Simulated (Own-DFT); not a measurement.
# A surface energy from a slab and the bulk: wurtzite AlN, m plane (10-10)

No measurement is shown. These are fixed-geometry runs of a retired plane-wave code named Own-DFT, which no person has reviewed; spin and spin-orbit coupling are neglected.

Limits (not all hold for every row): some atoms lie very close together; k mesh not checked against a denser one.

Both sets of runs: PBE; PseudoDojo norm-conserving scalar-relativistic files; cutoff 42 hartree; Gaussian smearing of 0.01 eV. The slab has 128 atoms in 16 layers, two equal faces of 62.02 Å² as cut, 15 Å of vacuum, a dipole correction along the normal and a 6 x 3 x 1 mesh. The bulk cell has 128 atoms, the same measured lattice constants and a 3 x 3 x 3 mesh. In the slab only the 32 atoms nearest the faces were moved at random; u is their rms move along one axis. Energies are counted from -174.06 eV for each atom.

| slab run | u (Å) | E (eV, cell) |
|---|---|---|
| 1 | 0.0443 | 20.188 |
| 2 | 0.0489 | 22.489 |
| 3 | 0.0491 | 20.963 |
| 4 | 0.0495 | 21.337 |
| 5 | 0.0500 | 21.521 |
| 6 | 0.0505 | 20.739 |
| 7 | 0.0913 | 26.722 |
| 8 | 0.0930 | 26.829 |
| 9 | 0.0944 | 25.021 |
| 10 | 0.1010 | 27.662 |
| 11 | 0.1059 | 29.048 |
| 12 | 0.1148 | 30.461 |

| bulk run | u (Å) | E (meV/atom) |
|---|---|---|
| 1 | 0.0191 | -3.32 |
| 2 | 0.0198 | -2.73 |
| 3 | 0.0198 | -2.24 |
| 4 | 0.0202 | -1.13 |
| 5 | 0.0204 | -1.28 |
| 6 | 0.0210 | 0.03 |
| 7 | 0.0952 | 307.01 |
| 8 | 0.0981 | 329.65 |
| 9 | 0.0997 | 307.93 |
| 10 | 0.1040 | 359.51 |

Asked: what is the energy of the unrelaxed surface?

## Solution

Take each set to u = 0 with E = a + b u². Rows are weighted down as u grows, with residuals divided by u² + 0.0006 Å². Slab: a = 19.15 ± 0.38 eV. Bulk: a = -15.7 ± 0.4 meV/atom. The excess is 19.15 - 128 x (-0.0157) = 21.17 ± 0.38 eV. Over two faces that is 171 meV/Å², or 2.73 ± 0.05 J/m². Relaxing the faces would lower the energy, and the unlike meshes and the reach from the smallest u down to zero add errors that aren't counted here.
